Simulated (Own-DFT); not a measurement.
# Point defects and the pressure they add: zincblende GaP

The numbers are computed, not measured, by runs of the plane-wave DFT program Own-DFT (in-house, retired, unreviewed) at fixed positions, with no spin and no spin-orbit coupling.

All runs used: PBE; PseudoDojo norm-conserving scalar-relativistic files; cutoff 42 hartree; 3 x 3 x 3 k mesh centred on Gamma; Fermi-Dirac smearing of 0.1 eV.

Keep in mind (not all hold for every row): not probed for a lower state with spin; forces on such cells failed a check on a denser k mesh; forces on such cells passed a denser k mesh, each cell not checked; stress not checked against mesh or cutoff.

All runs share one cell, with vectors in Å (10.901, 0.000, 0.000); (0.000, 10.901, 0.000); (0.000, 0.000, 10.901) and a volume of 1295.4 Å³. Atoms were moved at random from their sites; u is the rms move along one axis. The defect's site can differ from row to row.

| cell | formula | u (Å) | P (GPa) |
|---|---|---|---|
| no defect | Ga32P32 | 0.0190 | 2.70 |
| no defect | Ga32P32 | 0.0202 | 2.72 |
| no defect | Ga32P32 | 0.0498 | 3.32 |
| one In on a Ga site | Ga31InP32 | 0.0298 | 3.71 |
| one In on a Ga site | Ga31InP32 | 0.0491 | 4.07 |
| one In on a Ga site | Ga31InP32 | 0.0496 | 4.14 |
| two P vacancies | Ga32P30 | 0.0273 | ? |
| two P vacancies | Ga32P30 | 0.0293 | 2.25 |
| two P vacancies | Ga32P30 | 0.0491 | 2.62 |
| two P vacancies | Ga32P30 | 0.0527 | 2.75 |
| two P on a Ga site each | Ga30P34 | 0.0456 | 3.22 |
| two P on a Ga site each | Ga30P34 | 0.0493 | 3.22 |
| two P on a Ga site each | Ga30P34 | 0.0515 | 3.24 |
| one Ga on a P site | Ga33P31 | 0.0307 | 3.35 |
| one Ga on a P site | Ga33P31 | 0.0451 | 3.52 |
| one Ga on a P site | Ga33P31 | 0.0504 | 3.75 |

## Working it out

P = P0 + c u² + a shift for each defect gives P0 = 2.63 GPa, c = 259 ± 17 GPa/Å² and a scatter of 0.05 GPa. The shifts, and each times the cell's volume:

- one In on a Ga site: 0.84 ± 0.04 GPa, 6.8 eV
- one Ga on a P site: 0.43 ± 0.04 GPa, 3.5 eV
- two P on a Ga site each: -0.03 ± 0.05 GPa, -0.2 eV (-0.1 eV for each of its 2 sites) (not resolved)
- two P vacancies: -0.61 ± 0.04 GPa, -5.0 eV (-2.5 eV for each of its 2 sites)

Against the defect-free cell, a freed cell would be larger where the shift is positive and smaller where it is negative (160.2 GPa Å³ is 1 eV). The atoms around the defects weren't relaxed, which would change these numbers.

## Check

The question: what pressure belongs in the blank (two P vacancies, u = 0.0273 Å)?

From the fit: 2.21 ± 0.06 GPa. The run itself gave 2.16 GPa.
